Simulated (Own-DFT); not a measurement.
Simulation results for Hf₃₁O₆₄ (monoclinic hafnia with one vacancy, atoms displaced)

All values are calculated (Own-DFT development build). A calculation, not a measurement: plane-wave density functional theory by an unreviewed code, no spin, of a simulated periodic cell, stress positive in tension, run twice, with PBE and with PBEsol, both on files made for PBE, so the change isn't that of files made for PBEsol, defect cell not probed for a lower state with spin; a neutral cation vacancy leaves holes that likely carry spin, which this run leaves out; hafnium file: forces about 75 meV/angstrom off all-electron values; oxygen file: force components 24 meV/angstrom off all-electron in one glass; forces on such cells passed a denser k mesh, this cell's mesh not checked; the far tail of each file's local potential was reset to the Coulomb form; each entry is a single point on an unrelaxed cell, so the pressure reflects the starting lattice, mostly measured values (interpolated for alloys), from which strain is counted, and rises with the displacements; printed positions are rounded, which can move forces by about a meV/angstrom; the program, named Own-DFT, is a retired in-house code; no spin-orbit coupling; stress was not checked against mesh or cutoff.

```cif
# cell vector a (Å): 10.2340 0.0000 0.0000
# cell vector b (Å): 0.0000 10.3500 0.0000
# cell vector c (Å): -1.6955 0.0000 10.4453
data_Hf31O64
_symmetry_space_group_name_H-M 'P 1'
_symmetry_Int_Tables_number 1
_cell_length_a 10.2340
_cell_length_b 10.3500
_cell_length_c 10.5820
_cell_angle_alpha 90.000
_cell_angle_beta 99.220
_cell_angle_gamma 90.000
_cell_volume 1106.39
loop_
_atom_site_label
_atom_site_type_symbol
_atom_site_fract_x
_atom_site_fract_y
_atom_site_fract_z
_atom_site_occupancy
Hf1 Hf 0.13586 0.01711 0.11261 1
Hf2 Hf 0.36109 0.27060 0.15055 1
Hf3 Hf 0.14619 0.23027 0.36329 1
O1 O 0.02767 0.17001 0.16642 1
O2 O 0.45751 0.41584 0.06854 1
O3 O 0.45876 0.34204 0.32347 1
O4 O 0.04052 0.08637 0.42260 1
O5 O 0.21605 0.38397 0.23263 1
O6 O 0.27092 0.13461 0.00233 1
O7 O 0.27613 0.11922 0.26617 1
O8 O 0.22502 0.37252 0.49131 1
Hf4 Hf 0.13858 0.01899 0.61029 1
Hf5 Hf 0.37159 0.28180 0.64375 1
Hf6 Hf 0.36907 0.47600 0.90050 1
Hf7 Hf 0.13793 0.22800 0.85283 1
O9 O 0.03168 0.16498 0.68137 1
O10 O 0.46285 0.42049 0.58690 1
O11 O 0.46928 0.33581 0.82783 1
O12 O 0.04595 0.08756 0.92274 1
O13 O 0.22455 0.37452 0.73170 1
O14 O 0.27601 0.13293 0.51067 1
O15 O 0.27266 0.12551 0.75383 1
O16 O 0.22747 0.37118 0.99262 1
Hf8 Hf 0.13766 0.52488 0.09774 1
Hf9 Hf 0.36407 0.76873 0.15345 1
Hf10 Hf 0.36839 0.98235 0.39905 1
Hf11 Hf 0.12909 0.72953 0.34950 1
O17 O 0.03351 0.66800 0.17020 1
O18 O 0.46142 0.91220 0.07969 1
O19 O 0.45655 0.83565 0.32136 1
O20 O 0.04519 0.57596 0.43088 1
O21 O 0.22922 0.87021 0.24019 1
O22 O 0.27821 0.62004 0.00531 1
O23 O 0.27311 0.62360 0.25394 1
O24 O 0.22336 0.87791 0.48983 1
Hf12 Hf 0.13590 0.52530 0.60509 1
Hf13 Hf 0.36054 0.76730 0.64761 1
Hf14 Hf 0.35965 0.97956 0.89527 1
Hf15 Hf 0.13640 0.73670 0.85986 1
O25 O 0.03619 0.65839 0.67043 1
O26 O 0.46671 0.91892 0.57649 1
O27 O 0.46917 0.83285 0.81953 1
O28 O 0.03982 0.58197 0.91794 1
O29 O 0.22969 0.87614 0.74910 1
O30 O 0.27706 0.63372 0.50837 1
O31 O 0.27255 0.61777 0.75834 1
O32 O 0.22511 0.87182 0.98773 1
Hf16 Hf 0.64060 0.01946 0.10678 1
Hf17 Hf 0.85876 0.27069 0.14147 1
Hf18 Hf 0.86476 0.48092 0.39148 1
Hf19 Hf 0.63835 0.23757 0.35671 1
O33 O 0.53430 0.16554 0.17941 1
O34 O 0.95791 0.42261 0.07655 1
O35 O 0.96088 0.32939 0.32008 1
O36 O 0.53439 0.07614 0.43198 1
O37 O 0.72730 0.37614 0.22977 1
O38 O 0.76828 0.13306 0.01037 1
O39 O 0.78267 0.11870 0.25505 1
O40 O 0.72026 0.37449 0.48911 1
Hf20 Hf 0.63492 0.00707 0.60143 1
Hf21 Hf 0.86615 0.27193 0.63934 1
Hf22 Hf 0.86756 0.48547 0.89430 1
Hf23 Hf 0.63485 0.22270 0.85237 1
O41 O 0.53818 0.16456 0.66820 1
O42 O 0.97320 0.41584 0.57094 1
O43 O 0.96514 0.33635 0.82847 1
O44 O 0.54183 0.08001 0.92022 1
O45 O 0.72070 0.37547 0.73476 1
O46 O 0.78000 0.12739 0.51720 1
O47 O 0.77689 0.12456 0.76500 1
O48 O 0.72643 0.37153 0.98579 1
Hf24 Hf 0.64542 0.51171 0.09870 1
Hf25 Hf 0.86498 0.77042 0.14218 1
Hf26 Hf 0.86197 0.98239 0.38893 1
Hf27 Hf 0.63453 0.72848 0.34824 1
O49 O 0.53646 0.66276 0.17636 1
O50 O 0.95163 0.91459 0.07463 1
O51 O 0.96953 0.83415 0.33333 1
O52 O 0.54201 0.58246 0.43213 1
O53 O 0.73154 0.88467 0.23678 1
O54 O 0.77564 0.62807 0.00497 1
O55 O 0.77684 0.62505 0.25687 1
O56 O 0.72626 0.86275 0.48935 1
Hf28 Hf 0.63777 0.52908 0.60465 1
Hf29 Hf 0.86294 0.77369 0.64850 1
Hf30 Hf 0.85861 0.98161 0.90751 1
Hf31 Hf 0.63876 0.72792 0.85341 1
O57 O 0.54193 0.65962 0.67202 1
O58 O 0.96192 0.91221 0.58036 1
O59 O 0.97510 0.82967 0.83366 1
O60 O 0.52987 0.58642 0.92089 1
O61 O 0.72328 0.87958 0.73910 1
O62 O 0.78290 0.62843 0.50173 1
O63 O 0.77138 0.61611 0.75656 1
O64 O 0.72677 0.87270 0.99439 1
_calc_functional 'PBE, then PBEsol'
_calc_potential_files 'PseudoDojo norm-conserving, scalar-relativistic, standard set'
_calc_wave_cutoff 72  # hartree
_calc_occupations 'Fermi-Dirac'
_calc_smearing_width 0.1  # eV
_calc_k_mesh '2 x 2 x 2 centred on Gamma'
_calc_PBE_pressure 5.86  # GPa
_calc_PBE_stress_xx -6.55  # GPa
_calc_PBE_stress_yy -5.36  # GPa
_calc_PBE_stress_zz -5.68  # GPa
_calc_PBE_stress_yz 0.56  # GPa
_calc_PBE_stress_xz -0.78  # GPa
_calc_PBE_stress_xy 0.13  # GPa
_calc_PBEsol_pressure -0.47  # GPa
_calc_PBEsol_stress_xx -0.19  # GPa
_calc_PBEsol_stress_yy 0.92  # GPa
_calc_PBEsol_stress_zz 0.68  # GPa
_calc_PBEsol_stress_yz 0.53  # GPa
_calc_PBEsol_stress_xz -0.42  # GPa
_calc_PBEsol_stress_xy 0.11  # GPa
_calc_rms_change_of_force_components_from_PBE_to_PBEsol 0.054  # eV/angstrom
```

Force:
```csv
force element,PBE force x (eV/Å),PBE force y (eV/Å),PBE force z (eV/Å),PBEsol force x (eV/Å),PBEsol force y (eV/Å),PBEsol force z (eV/Å)
Hf,0.505,1.379,-1.164,0.503,1.409,-1.174
Hf,-0.573,1.49,0.165,-0.558,1.519,0.202
Hf,-0.071,2.019,-1.004,-0.05,1.924,-0.978
O,1.726,-1.635,0.116,1.679,-1.603,0.149
O,2.22,-0.454,2.002,2.153,-0.418,1.885
O,1.683,-1.496,0.164,1.73,-1.624,0.025
O,-1.212,-0.932,0.371,-1.172,-0.92,0.405
O,-0.405,-1.307,-0.27,-0.37,-1.323,-0.359
O,1.042,-1.225,1.605,0.946,-1.204,1.545
O,-0.281,0.008,-1.034,-0.336,0.008,-0.994
O,-0.597,-0.605,0.078,-0.615,-0.673,0.132
Hf,0.345,0.671,-0.82,0.363,0.708,-0.83
Hf,-1.964,-1.777,-0.572,-1.931,-1.667,-0.529
Hf,-2.305,0.703,-2.009,-2.246,0.653,-1.91
Hf,0.881,1.752,-0.012,0.867,1.642,-0.036
O,0.198,-0.859,-1.289,0.205,-0.808,-1.211
O,1.867,1.385,-0.084,1.85,1.302,-0.009
O,0.261,-0.563,-0.208,0.251,-0.559,-0.258
O,-2.713,-2.522,1.126,-2.626,-2.459,1.149
O,-0.129,0.188,0.876,-0.062,0.174,0.842
O,0.18,-0.384,0.409,0.108,-0.378,0.381
O,0.414,-1.435,0.893,0.311,-1.416,0.881
O,-0.82,-0.218,-0.549,-0.732,-0.204,-0.524
Hf,1.287,-1.302,1.512,1.287,-1.236,1.469
Hf,-0.455,-1.924,-1.681,-0.466,-1.837,-1.581
Hf,-2.062,-0.541,0.017,-2.007,-0.563,0.047
Hf,3.449,-1.824,1.764,3.382,-1.811,1.684
O,-0.507,0.352,-0.205,-0.506,0.372,-0.149
O,1.219,1.27,-0.699,1.178,1.255,-0.725
O,2.111,-0.291,1.371,2.042,-0.3,1.275
O,-1.452,1.021,-2.678,-1.428,0.983,-2.554
O,-1.781,1.608,-0.384,-1.678,1.563,-0.381
O,-0.198,1.565,0.631,-0.266,1.499,0.612
O,-0.91,0.361,-0.582,-1,0.464,-0.686
O,-0.127,-0.332,0.47,-0.065,-0.3,0.471
Hf,3.531,-1.513,-0.047,3.452,-1.435,-0.082
Hf,-0.114,-0.994,-1.002,-0.143,-0.944,-0.955
Hf,0.476,0.438,0.177,0.431,0.373,0.189
Hf,2.64,-2.453,-0.935,2.587,-2.425,-0.938
O,-2.219,2.541,1.017,-2.157,2.492,1.026
O,-1.335,-1.706,0.505,-1.287,-1.631,0.439
O,-0.074,0.569,0.916,-0.077,0.521,0.845
O,-0.59,0.219,0.052,-0.581,0.205,0.11
O,-0.33,0.535,-1.138,-0.261,0.52,-1.091
O,-0.489,1.16,0.698,-0.612,1.207,0.764
O,0.704,0.832,0.312,0.634,0.833,0.29
O,-0.446,0.341,1.089,-0.384,0.338,1.035
Hf,-1.259,0.444,-0.219,-1.191,0.475,-0.233
Hf,1.169,0.421,-0.158,1.132,0.458,-0.119
Hf,0.542,-0.179,0.505,0.532,-0.21,0.538
Hf,-1.467,-0.21,0.025,-1.451,-0.208,-0.022
O,0.436,-0.457,-0.284,0.443,-0.425,-0.234
O,0.542,0.33,0.102,0.515,0.331,0.035
O,0.14,0.439,1.091,0.114,0.424,1.013
O,1.766,2.018,-1.745,1.701,1.92,-1.639
O,-1.189,0.178,1.311,-1.094,0.169,1.262
O,0.744,-1.028,0.089,0.669,-1.026,0.086
O,-0.862,0.456,0.637,-0.886,0.432,0.609
O,1.02,-0.341,-0.96,1.061,-0.343,-0.954
Hf,1.425,2.566,1.074,1.368,2.549,1.016
Hf,-1.229,0.423,1.497,-1.21,0.44,1.495
Hf,-0.611,-1.77,-0.731,-0.594,-1.774,-0.679
Hf,1.452,1.506,-1.149,1.435,1.42,-1.154
O,-0.084,-0.196,0.32,-0.07,-0.181,0.374
O,-1.814,-1.331,0.03,-1.784,-1.272,-0.017
O,-0.034,0.107,-0.332,-0.04,0.096,-0.371
O,-1.709,-1.261,0.488,-1.648,-1.233,0.523
O,0.573,0.236,0.008,0.622,0.228,0
O,-0.155,-0.332,-1.454,-0.194,-0.317,-1.412
O,0.386,-0.897,0.314,0.306,-0.865,0.328
O,-0.568,0.157,-0.178,-0.505,0.169,-0.138
Hf,-1.516,1.254,-0.035,-1.443,1.251,-0.065
Hf,-1.859,-1.589,0.991,-1.826,-1.506,0.987
Hf,0.216,0.179,1.732,0.205,0.133,1.695
Hf,-0.305,-1.18,0.888,-0.293,-1.239,0.86
O,0.366,-0.392,-0.586,0.362,-0.342,-0.505
O,3.047,1.638,1.134,2.951,1.609,1.052
O,-1.185,0.584,-0.927,-1.162,0.564,-0.956
O,0.702,1.291,-1.259,0.863,1.329,-1.128
O,-0.378,-0.738,0.47,-0.297,-0.704,0.446
O,-0.012,0.568,0.421,-0.071,0.541,0.41
O,0.288,-0.561,-0.224,0.22,-0.546,-0.217
O,-0.243,0.971,-0.341,-0.182,0.96,-0.316
Hf,0.741,-3.33,-1.266,0.72,-3.21,-1.26
Hf,0.495,-1.387,-0.587,0.485,-1.306,-0.576
Hf,0.806,1.357,-3.209,0.753,1.282,-3.09
Hf,-0.392,-0.205,-0.177,-0.382,-0.257,-0.218
O,-2.529,2.933,1.139,-2.452,2.872,1.167
O,0.951,0.984,-0.192,0.913,0.962,-0.218
O,-3.085,1.775,-0.339,-2.994,1.705,-0.376
O,1.316,0.487,0.383,1.296,0.445,0.411
O,0.682,-0.856,1.12,0.714,-0.853,1.078
O,-0.048,0.215,0.858,-0.105,0.203,0.834
O,1.004,1.171,0.575,0.908,1.15,0.572
O,-0.855,-0.564,-0.825,-0.752,-0.527,-0.796
```
